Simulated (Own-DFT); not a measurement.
# Strain and stress in diamond silicon, 64 atoms (Si64)

These are calculations, not measurements. They come from Own-DFT, an in-house plane-wave density functional program, since retired, whose code no person has reviewed. Each row is one single-point run on a periodic cell that was not relaxed, without spin or spin-orbit coupling.

Settings of every run: PBE; PseudoDojo norm-conserving scalar-relativistic files; cutoff 20 hartree; 3 x 3 x 3 k mesh centred on Gamma; Fermi-Dirac smearing of 0.1 eV.

Known limits: k mesh not checked against a denser one; stress not checked against mesh or cutoff.

Unstrained cell vectors in Å: (10.862, 0.000, 0.000); (0.000, 10.862, 0.000); (0.000, 0.000, 10.862). The unstrained cell has measured lattice constants (interpolated for alloys), not those of this functional. That, the random moves and any unrelaxed bonds set the pressure at no strain. Each run strains this cell uniformly, with the atoms carried along. Every atom was also moved at random, by a Gaussian of width 0.05 Å on each axis. Strain is the symmetric tensor, in per cent. Stress is positive in tension, and the pressure is minus a third of its trace.

```
run,e_xx (%),e_yy (%),e_zz (%),e_yz (%),e_xz (%),e_xy (%),s_xx (GPa),s_yy (GPa),s_zz (GPa),s_yz (GPa),s_xz (GPa),s_xy (GPa),P (GPa),E (meV/atom)
1,-1.09,-0.93,-1.49,1.30,-1.57,-0.69,-6.22,-6.02,-6.63,2.11,-2.65,-2.55,6.29,30.7
2,-0.31,0.57,1.19,-0.94,0.58,-0.61,-1.80,-1.09,-0.53,-1.22,1.07,-1.38,1.14,0.0
3,-1.61,1.21,-1.15,1.82,0.71,0.65,-5.24,-2.58,-4.62,3.40,0.39,2.34,4.15,15.0
4,0.31,-1.71,-1.23,-1.50,-1.96,1.80,-4.72,-6.53,-6.15,-3.11,-2.78,4.88,5.80,55.1
5,-0.96,-1.41,-0.22,-0.30,-1.32,1.45,-5.54,-6.03,-4.91,-1.86,-2.22,2.72,5.49,36.8
6,0.29,-1.79,0.17,1.10,1.44,0.33,-3.18,-5.32,-3.52,2.89,2.37,0.71,4.01,16.9
7,1.90,0.55,-1.08,-1.59,-1.97,-1.50,-0.32,-1.61,-3.11,-3.99,-5.02,-2.77,1.68,24.8
8,0.00,-0.76,1.12,-0.54,-0.69,-0.98,-2.47,-3.08,-1.29,-1.52,-0.76,-2.62,2.28,5.5
9,-0.78,0.15,0.01,1.88,0.19,-0.80,-3.83,-3.15,-3.13,4.65,1.25,-3.32,3.37,9.9
10,-0.03,1.81,1.92,0.49,1.88,-0.24,-0.47,1.08,1.11,0.48,4.08,-0.28,-0.57,7.4
11,1.58,0.67,-0.03,-0.75,-2.00,1.15,0.07,-0.79,-1.47,-0.58,-4.56,2.79,0.73,7.6
12,-0.40,-1.65,0.76,0.39,1.99,1.10,-4.10,-5.11,-2.93,0.16,4.48,2.17,4.05,22.9
13,0.98,1.42,0.99,0.29,1.46,-0.31,0.21,0.73,0.28,-0.10,2.23,-1.40,-0.41,8.7
14,0.36,-1.47,0.39,-0.26,0.57,-0.82,-2.70,-4.50,-2.80,-0.54,1.10,-2.10,3.33,8.3
15,-1.31,-1.71,-0.14,1.99,-1.68,0.12,-6.60,-6.75,-5.45,5.87,-2.55,0.03,6.27,42.6
16,-0.74,-1.43,0.67,-1.12,-0.27,0.17,-4.39,-4.97,-3.02,-2.62,-0.07,0.70,4.13,8.6
17,-1.72,-0.36,1.63,-1.62,1.22,-0.47,?,?,?,?,?,?,?,?
```

E is the free energy for each atom above the lowest run shown.

## Worked fit

Each stress component was fitted by least squares to a constant and the strains of the runs shown, as fractions, with shears doubled. Shear strains stay in the fit of a normal stress only where such slopes are resolved. The slopes, in GPa:

```
stress  at no strain  per e_xx  per e_yy  per e_zz  scatter
  s_xx          -2.8   157 ± 6    68 ± 5    75 ± 6     0.24
  s_yy          -2.9    62 ± 5   159 ± 4    73 ± 5     0.19
  s_zz          -2.9    60 ± 6    69 ± 5   165 ± 7     0.24
```

Each shear stress against twice its own strain: yz 129 ± 13, xz 88 ± 8, xy 123 ± 9 GPa. These are stiffnesses along x, y and z of the frame in which the cell vectors are given, which need not be the crystal's axes. The atoms are held to the strained lattice; where symmetry lets them move under strain, relaxing them would lower some slopes. The table should be nearly symmetric about its diagonal, and what it lacks of that shows the noise. A ninth of its sum, 99 ± 2 GPa, estimates the bulk modulus near the mean pressure of these runs, 3.2 GPa, so it lies above the value at zero pressure.

## Withheld run

Question: what normal stresses and pressure should run 17 give?

The fit gives s_xx = -4.6, s_yy = -3.3, s_zz = -1.5 and P = 3.1 GPa. The calculation gave -4.62, -3.66, -1.74 and P = 3.34 GPa.
